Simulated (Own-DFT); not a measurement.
AlN (wurtzite, atoms displaced) (calculated)

All values are calculated (Own-DFT development build). A calculation, not a measurement: plane-wave PBE density functional theory by an unreviewed code, no spin, of a simulated periodic cell, stress positive in tension, free energy of the whole cell less one offset for each atom, forces on such cells passed a denser k mesh, this cell's mesh not checked; offsets are fitted by least squares, one for each functional and potential file, so energies compare only between cells with the same atoms and settings and are not formation energies; the far tail of each file's local potential was reset to the Coulomb form; each entry is a single point on an unrelaxed cell, so the pressure reflects the starting lattice, mostly measured values (interpolated for alloys), from which strain is counted, and rises with the displacements; printed positions are rounded, which can move forces by about a meV/angstrom; the program, named Own-DFT, is a retired in-house code; no spin-orbit coupling.

Common to all runs: functional PBE; potential files PseudoDojo norm-conserving, scalar-relativistic, standard set; wave cutoff 42 hartree; occupations Fermi-Dirac; smearing width 0.1 eV; hardware one NVIDIA H100; k mesh 2 x 2 x 2 centred on Gamma.

(1) AlN (wurtzite, atoms displaced)

```xyz
128
Lattice="12.4480 0.0000 0.0000 -6.2240 10.7803 0.0000 0.0000 0.0000 9.9640" Properties=species:S:1:pos:R:3 AlN
Al     0.1221     1.7290     9.8853
Al     1.4522     0.9833     2.5307
N     -0.0486     1.6799     1.9798
N      1.6960     0.9415     4.1662
Al     0.0675     1.7920     5.1031
Al     1.6721     0.9545     7.4158
N     -0.0205     1.6226     6.7970
N      1.4838     1.0836     9.4216
Al    -1.5265     4.5873     0.0510
Al     0.1074     3.7748     2.4935
N     -1.5381     4.4509     1.9092
N      0.0031     3.3502     4.4413
Al    -1.7175     4.5833     4.8743
Al    -0.1446     3.4621     7.4985
N     -1.5794     4.5641     6.9533
N     -0.0824     3.4652     9.2300
Al    -3.1982     7.1053     9.8748
Al    -1.5099     6.0573     2.6549
N     -3.1979     7.0377     1.9610
N     -1.5087     6.4110     4.2889
Al    -2.9513     7.2327     5.1727
Al    -1.5745     6.3555     7.4648
N     -3.2060     7.0383     6.9762
N     -1.4345     6.4677     9.4083
Al    -4.6944     9.9037     0.1765
Al    -3.1558     9.0107     2.3992
N     -4.7467    10.0189     1.8008
N     -3.1973     9.1446     4.3672
Al    -4.5218     9.7546     5.1956
Al    -3.0822     9.0363     7.5471
N     -4.5618     9.9869     6.9301
N     -3.1494     8.9858     9.4106
Al     3.1083     1.7701     9.9480
Al     4.4758     0.9711     2.5150
N      3.1677     1.7958     1.8252
N      4.6457     0.9271     4.5326
Al     3.0685     1.9162     4.9203
Al     4.7174     0.6776     7.5396
N      3.1905     1.7323     6.9259
N      4.8683     0.8866     9.3473
Al     1.5977     4.6075     9.9280
Al     3.0384     3.5901     2.4318
N      1.6737     4.5280     1.9933
N      3.1276     3.5100     4.3762
Al     1.5898     4.4737     5.1054
Al     2.9625     3.5806     7.3520
N      1.4382     4.5002     6.7916
N      3.1670     3.5571     9.3997
Al    -0.0777     7.0955     9.8425
Al     1.5506     6.2343     2.3646
N      0.2564     7.1496     1.9147
N      1.6332     6.4370     4.3110
Al     0.0692     7.0088     4.8782
Al     1.6664     6.3568     7.2879
N      0.0625     7.3205     6.9615
N      1.5369     6.1185     9.5210
Al    -1.4774     9.8581     0.1051
Al    -0.0107     9.0726     2.5911
N     -1.5987     9.7706     1.8723
N     -0.1499     8.8517     4.3761
Al    -1.5506     9.8025     4.9585
Al     0.0713     8.8403     7.3897
N     -1.5412     9.9008     6.9169
N     -0.0287     9.0866     9.4401
Al     6.1000     1.8424     0.0110
Al     7.7134     0.9952     2.6287
N      6.2085     1.7189     1.8341
N      7.8034     0.7826     4.5369
Al     6.2179     1.6679     4.9265
Al     7.7090     1.1099     7.6171
N      6.3331     1.7629     6.6339
N      7.6566     0.8504     9.3603
Al     4.4893     4.5405     0.0043
Al     6.2515     3.6930     2.5343
N      4.5826     4.5207     2.0912
N      6.2352     3.6203     4.4965
Al     4.6159     4.2735     4.9240
Al     6.2620     3.3969     7.4175
N      4.6387     4.4943     6.8939
N      6.2198     3.6452     9.1999
Al     3.2204     7.1992     0.0712
Al     4.5651     6.2231     2.4291
N      3.3027     7.2740     1.8962
N      4.8830     5.9942     4.3931
Al     3.2068     7.2889     5.2684
Al     4.6793     6.1035     7.5902
N      3.1643     7.2664     6.8998
N      4.5852     6.2984     9.2777
Al     1.5357     9.7837     0.0986
Al     3.1060     8.8303     2.3466
N      1.4034     9.8515     1.8986
N      3.0949     9.1605     4.2990
Al     1.6075     9.5182     5.1179
Al     3.0813     9.0748     7.2803
N      1.6109     9.9239     6.8548
N      3.1732     8.9741     9.4193
Al     9.2808     1.7452     9.8490
Al    10.8407     0.8799     2.5416
N      9.4174     1.4383     1.9244
N     10.8001     1.0130     4.4300
Al     9.4516     1.8327     5.0394
Al    10.9326     0.8466     7.3964
N      9.5156     1.6319     6.8432
N     10.8234     0.8398     9.3146
Al     7.9101     4.5585     0.0629
Al     9.4939     3.4515     2.5356
N      7.8612     4.5258     1.7506
N      9.3669     3.4670     4.5098
Al     7.8133     4.4729     5.0498
Al     9.2032     3.5487     7.4227
N      7.8628     4.4787     7.0087
N      9.4650     3.5889     9.4547
Al     6.3473     7.2606     9.9187
Al     7.6416     6.3727     2.4044
N      6.2330     7.0547     1.7735
N      8.0004     6.3097     4.2643
Al     6.3784     7.0833     4.9698
Al     7.8114     6.1879     7.5134
N      6.2012     7.0629     6.9474
N      7.7090     6.4108     9.4955
Al     4.7046     9.9058     9.9091
Al     6.2473     8.8921     2.4846
N      4.7417     9.7915     1.8009
N      6.3085     8.9974     4.5060
Al     4.4938     9.9194     4.9853
Al     6.3188     9.1077     7.6654
N      4.6353    10.0503     6.8393
N      6.1878     8.7443     9.4696
```

- free energy of cell above offsets: -18.910 eV
- pressure: 12.94 GPa
- stress xx: -13.1 GPa
- stress yy: -12.54 GPa
- stress zz: -13.18 GPa
- stress yz: -0.57 GPa
- stress xz: -0.88 GPa
- stress xy: 2.32 GPa
- wall time: 401.1 s

Force:
```tsv
element	x (eV/Å)	y (eV/Å)	z (eV/Å)
Al	-9.275	3.316	3.976
Al	1.157	-1.184	-3.703
N	-0.496	3.58	-2.554
N	-0.853	-0.45	7.566
Al	-0.5	-4.033	-4.404
Al	-1.89	0.061	1.595
N	2.416	2.012	3.545
N	7.484	-5.92	-3.609
Al	0.689	-1.273	-1.863
Al	-1.032	-4.654	1.268
N	1.106	-0.73	0.429
N	0.05	7.581	-1.892
Al	2.856	-1.526	2.926
Al	0.17	0.936	-2.77
N	-0.666	-0.331	-1.666
N	1.174	2.213	4.045
Al	2.862	2.576	2.909
Al	-1.079	4.842	-6.069
N	2.583	2.064	-1.711
N	-0.806	-1.998	5.131
Al	-2.61	0.522	-3.663
Al	1.457	-1.274	1.191
N	2.853	3.392	-0.531
N	-9.497	-5.686	-3.095
Al	0.201	-0.347	-6.608
Al	-0.903	-1.603	0.866
N	0.824	-1.7	5.992
N	4.269	-3.748	-0.615
Al	-4.601	2.899	-3.004
Al	0.083	-0.668	0.646
N	-0.754	-1.531	2.303
N	0.122	0.42	0.248
Al	1.232	0.279	-0.675
Al	4.605	-2.662	1.635
N	-3.512	1.736	-0.455
N	-1.109	-1.057	-2.507
Al	0.645	-5.505	1.67
Al	0.679	5.526	-0.422
N	0.061	1.488	-0.864
N	-5.685	-2.202	-0.412
Al	-0.125	-10.12	1.532
Al	2.85	-2.098	1.451
N	-2.49	-0.382	-2.477
N	-2.163	3.236	-1.058
Al	-0.552	-0.256	-5.626
Al	2.926	-0.276	1.946
N	0.314	0.295	3.851
N	-3.142	-0.203	-1.139
Al	9.276	5.817	4.67
Al	4.542	1.318	2.399
N	-6.45	1.955	-1.424
N	1.819	-2.431	1.65
Al	-0.405	3.098	0.882
Al	-1.984	-1.463	2.737
N	-0.542	-9.405	-3.566
N	0.456	9.662	-4.01
Al	-1.381	0.626	-1.633
Al	-0.738	-2.349	-1.685
N	-0.006	1.937	2.15
N	2.281	-0.355	1.846
Al	-1.017	2.458	0.587
Al	-0.173	10.33	4.043
N	0.205	-5.152	-1.896
N	1.191	-3.611	-2.485
Al	4.125	2.226	0.671
Al	1.1	-2.797	-0.323
N	-1.188	2.001	2.14
N	0.03	0.537	-1.779
Al	1.703	0.943	-1.91
Al	2.001	-3.254	-3.335
N	-1.363	-0.203	5.47
N	1.135	0.954	1.387
Al	4.053	0.213	0.215
Al	0.261	-1.038	-0.411
N	0.698	-2.467	-3.389
N	1.664	-1.839	-1.652
Al	1.706	2.787	1.929
Al	-1.766	2.844	-0.744
N	-1.075	-3.162	-1.26
N	0.124	-0.222	3.282
Al	-1.444	0.785	-1.63
Al	3.562	1.205	3.137
N	-2.814	-5.469	-1.489
N	-1.597	4.104	-0.432
Al	1.672	-1.761	-9.599
Al	1.274	2.434	-3.39
N	0.081	-0.698	4.578
N	0.962	-0.622	4.155
Al	0.624	1.217	-1.435
Al	-0.491	7.619	1.993
N	2.848	0.769	1.029
N	0.368	-4.625	-0.401
Al	-3.574	4.754	-2.488
Al	2.292	0.342	4.596
N	-2.374	-0.562	1.185
N	-1.49	-0.25	-1.05
Al	0.547	-0.675	1.866
Al	4.409	-3.128	1.386
N	-5.323	5.515	-2.404
N	4.14	-3.009	-1.118
Al	-3.888	-3.079	0.869
Al	0.551	1.709	3.278
N	-4.818	4.364	1.567
N	2.037	0.764	-0.515
Al	-1.817	-1.184	-4.022
Al	-2.568	-1.064	-0.921
N	-0.606	-1.494	5.733
N	-1.249	3.839	-2.406
Al	-0.553	0.722	-0.784
Al	5.67	-1.969	1.873
N	-3.293	-0.108	-2.54
N	-1.687	0.43	-1.063
Al	-4.373	-7.402	2.977
Al	3.987	-3.19	1.651
N	-3.351	2.33	0.866
N	-0.773	-0.907	2.725
Al	-1.341	0.271	0.782
Al	-3.611	0.987	1.343
N	1.226	1.26	-0.182
N	3.287	-4.849	-3.638
Al	-0.78	-1.017	1.064
Al	-0.546	1.028	0.598
N	-0.681	0.295	1.89
N	-0.989	-0.785	-0.912
Al	4.554	2.024	-0.355
Al	-1.447	-1.99	-2.745
N	0.923	-6.237	-0.286
N	0.252	11.8	-3.217
```

(2) AlN (wurtzite, atoms displaced)

```xyz
128
Lattice="12.4480 0.0000 0.0000 -6.2240 10.7803 0.0000 0.0000 0.0000 9.9640" Properties=species:S:1:pos:R:3 AlN
Al    -0.0498     1.8813     0.0386
Al     1.5496     0.9527     2.4560
N      0.1924     1.7906     2.0166
N      1.5329     0.8389     4.3721
Al     0.1353     1.8459     4.9766
Al     1.6342     0.8282     7.4030
N     -0.0588     1.8229     6.7970
N      1.4564     1.0148     9.3088
Al    -1.5883     4.3812     0.0996
Al     0.0807     3.4688     2.5420
N     -1.6845     4.4551     2.0129
N      0.1365     3.5680     4.4826
Al    -1.4157     4.2925     4.8877
Al     0.1466     3.6632     7.6058
N     -1.6827     4.4768     6.9443
N      0.1116     3.6990     9.2680
Al    -3.1399     7.2118     0.1551
Al    -1.5867     6.4170     2.7178
N     -3.2240     7.2038     1.6821
N     -1.7340     6.2937     4.3906
Al    -3.1916     7.2726     5.0901
Al    -1.7729     6.3731     7.4387
N     -3.1341     7.2053     6.7485
N     -1.4205     6.1790     9.2572
Al    -4.5773     9.8510     0.0541
Al    -3.1564     9.1990     2.5288
N     -4.5136     9.8338     1.9206
N     -3.0306     8.9767     4.3444
Al    -4.7052     9.9662     4.8906
Al    -3.1638     8.9491     7.3689
N     -4.6685     9.8970     6.8962
N     -3.1035     8.9746     9.4104
Al     3.1778     1.7436     0.0898
Al     4.6284     0.8711     2.3827
N      3.1909     1.7900     1.9175
N      4.6041     0.7627     4.3164
Al     3.0520     1.7469     4.9056
Al     4.7277     1.0793     7.4427
N      2.9609     1.6983     6.8554
N      4.6810     0.8871     9.2193
Al     1.6484     4.3521     9.8082
Al     3.2254     3.6007     2.4952
N      1.6402     4.5749     1.9667
N      3.0364     3.4162     4.2540
Al     1.3760     4.5392     4.9507
Al     3.1849     3.5308     7.5400
N      1.7611     4.4617     6.9843
N      3.1884     3.6166     9.4611
Al    -0.1699     7.2053     9.8586
Al     1.5098     6.2562     2.5126
N      0.0163     7.2921     1.9930
N      1.7184     6.3479     4.4636
Al    -0.0316     7.2085     4.9319
Al     1.6203     6.4859     7.4674
N     -0.1589     7.1686     6.8433
N      1.5111     6.3131     9.2388
Al    -1.5779     9.9067     0.1964
Al     0.0420     8.9783     2.4858
N     -1.5265    10.0177     1.9370
N     -0.0121     8.8848     4.5270
Al    -1.5883    10.0836     4.9424
Al     0.1906     8.9665     7.4849
N     -1.5472     9.8896     6.8782
N      0.0148     8.8561     9.4162
Al     6.1012     1.8927     9.9308
Al     7.8874     1.0498     2.3528
N      6.3040     1.7525     1.9689
N      7.6914     0.7036     4.3607
Al     6.1516     1.7829     5.1707
Al     7.7796     0.9109     7.4511
N      6.1583     1.6067     6.8139
N      7.8618     0.9350     9.4475
Al     4.6610     4.5819     0.0076
Al     6.2731     3.6156     2.4186
N      4.6617     4.5535     1.6623
N      6.3224     3.5999     4.5356
Al     4.7511     4.5055     5.0741
Al     6.1384     3.6427     7.5771
N      4.6832     4.5521     6.9694
N      6.1647     3.6337     9.3736
Al     3.0978     7.2008     0.0890
Al     4.7264     6.2834     2.5095
N      3.2421     7.2270     1.8733
N      4.6822     6.3501     4.4565
Al     3.2741     7.2823     5.0663
Al     4.8251     6.2705     7.4702
N      2.9829     7.2659     6.8258
N      4.6028     6.5642     9.4569
Al     1.5806     9.8998     0.0610
Al     2.9059     9.0050     2.6018
N      1.5678     9.8603     2.2073
N      3.1245     9.1316     4.3133
Al     1.7147     9.7754     4.9130
Al     2.9810     8.8359     7.5855
N      1.6378     9.8937     6.9839
N      3.2213     9.0363     9.4447
Al     9.3991     1.9419     0.1377
Al    10.8459     0.8392     2.3562
N      9.4419     1.7675     1.8890
N     10.9391     0.9081     4.3684
Al     9.2247     1.7878     4.9057
Al    10.7160     0.7544     7.6094
N      9.3083     1.8774     6.9993
N     10.9582     0.9772     9.3576
Al     7.7517     4.4293     9.8959
Al     9.5066     3.6821     2.5344
N      7.8492     4.4280     2.0043
N      9.4041     3.6282     4.4679
Al     7.7634     4.5337     4.9528
Al     9.4188     3.7146     7.4386
N      7.6948     4.5317     6.8068
N      9.1818     3.6856     9.4152
Al     6.2653     7.0532     9.8568
Al     7.9206     6.2292     2.3740
N      6.2218     7.3146     1.9606
N      7.7283     6.2111     4.1030
Al     6.0269     7.1351     4.8580
Al     7.8085     6.2147     7.6169
N      6.1102     7.0886     6.7346
N      7.7170     6.3563     9.5390
Al     4.4969     9.7950     0.0798
Al     6.0342     9.0044     2.5250
N      4.6728     9.8836     1.8877
N      6.1580     9.0210     4.4213
Al     4.6009     9.9560     4.9489
Al     6.2669     8.8899     7.3358
N      4.7486     9.8034     6.9825
N      6.2074     8.8754     9.3170
```

* free energy of cell above offsets: -23.209 eV
* pressure: 12.21 GPa
* stress xx: -13.86 GPa
* stress yy: -10.19 GPa
* stress zz: -12.58 GPa
* stress yz: 1.22 GPa
* stress xz: 0.24 GPa
* stress xy: -1.23 GPa
* wall time: 399.7 s

Force:
```tsv
element	x (eV/Å)	y (eV/Å)	z (eV/Å)
Al	2.066	-0.691	-1.182
Al	4.29	-3.725	1.302
N	-5.805	1.258	-3.187
N	0.584	2.079	-1.536
Al	-2.536	-2.447	1.459
Al	-5.239	0.263	2.274
N	0.757	-0.022	1.821
N	2.283	-1.206	1.708
Al	0.739	2.668	-1.674
Al	0.436	3.472	-0.043
N	9.495	4.082	-3.241
N	-3.404	-1.6	-3.589
Al	-3.199	3.111	3.119
Al	-1.627	-1.218	-6.415
N	6.318	3.197	-2.563
N	-3.216	-2.058	6.315
Al	1.627	0.242	-11.53
Al	-0.332	0.094	-5.601
N	3.009	0.732	12.49
N	2.1	-1.251	3.414
Al	-0.718	-1.1	-6.565
Al	4.576	-2.508	0.294
N	-3.27	0.03	5.262
N	-4.649	-0.792	1.472
Al	-3.019	0.352	-1.494
Al	4.713	-4.638	1.568
N	-6.632	4.202	-1.591
N	-1.507	0.84	0.736
Al	0.211	-3.429	1.456
Al	2.078	2.095	1.53
N	0.008	-1.776	-1.896
N	1.155	-0.327	-0.803
Al	-1.714	0.463	-2.461
Al	2.534	2.923	3.45
N	-1.318	0.667	-0.536
N	0.19	8.848	-2.117
Al	0.883	-0.761	0.888
Al	-5.774	-5.71	0.151
N	5.792	3.626	-1.414
N	-0.107	0.511	3.786
Al	-0.708	4.494	2.216
Al	-1.009	0.594	-1.522
N	-1.128	-2.941	-1.478
N	1.289	2.988	2.513
Al	7.582	2.675	2.808
Al	-0.914	-0.382	-0.447
N	-2.516	1.603	-1.533
N	1.536	-2.122	-1.361
Al	3.541	-2.226	1.976
Al	1.595	2.118	0.358
N	-1.216	-2.949	-1.274
N	-2.102	-0.602	-0.937
Al	-0.118	-1.874	1.718
Al	-4.163	-4.378	-0.575
N	2.058	0.173	0.312
N	1.015	0.213	3.257
Al	0.492	-1.058	-5.377
Al	-1.451	1.498	2.662
N	0.284	-3.99	0.358
N	0.566	3.614	-2.325
Al	1.428	-9.492	4.247
Al	-4.854	-0.157	-0.71
N	0.173	0.627	0.126
N	0.484	4.746	0.118
Al	2.115	-2.267	1.053
Al	-1.549	-3.259	2.836
N	-2.438	1.94	-2.061
N	0.681	4.001	0.426
Al	0.898	-0.68	-7.613
Al	0.827	-0.016	1.126
N	3.902	3.985	4.009
N	-1.43	0.36	0.276
Al	-0.661	1.368	-4.235
Al	-0.585	-0.468	1.386
N	1.404	-0.715	7.574
N	-2.951	-1.416	-1.75
Al	-1.37	-0.576	-1.009
Al	2.227	-0.601	-2.648
N	-0.532	-1.763	-0.579
N	0.169	0.325	0.314
Al	-2.429	0.667	-0.828
Al	0.081	1.056	-1.029
N	-2.389	0.085	2.453
N	-4.94	-4.954	-2.527
Al	-2.777	0.236	-1.601
Al	-4.618	0.882	2.458
N	4.022	-0.464	-0.085
N	1.731	-5.084	-3.179
Al	-0.377	-0.495	0.055
Al	6.193	-3.474	-2.212
N	-3.138	3.987	-5.108
N	3.686	-3.961	1.908
Al	-6.24	1.622	2.545
Al	3.565	3.37	0.429
N	0.364	0.263	-1.305
N	-7.678	-3.253	-2.073
Al	-0.824	-1.543	-4.134
Al	2.902	-0.133	3.162
N	-0.428	2.64	0.932
N	-0.795	1.371	-1.109
Al	1.314	-0.61	1.34
Al	2.274	1.673	-2.96
N	-0.762	-0.882	-1.432
N	-1.868	-0.177	3.366
Al	-1.882	2.422	3.011
Al	-8.549	-4.912	3.722
N	-0.091	-0.556	-2.484
N	-1.231	-1.406	-1.376
Al	2.147	1.144	-0.438
Al	-5.252	-3.923	1.34
N	0.564	-0.447	2.594
N	4.533	-1.81	-1.028
Al	-4.219	6.171	3.808
Al	-2.962	1.353	-0.518
N	0.324	-3.093	-1.079
N	-0.06	1.379	5.414
Al	8.735	3.588	0.832
Al	-0.796	1.209	-2.093
N	4.155	1.533	0.192
N	4.541	-4.401	-3.264
Al	8.42	3.063	0.231
Al	3.498	-0.768	0.297
N	-2.476	0.705	-0.075
N	-0.014	-0.452	-0.165
Al	1.903	0.491	1.94
Al	-0.366	0.673	2.031
N	-3.04	0.221	-1.654
N	0.904	1.107	0.4
```
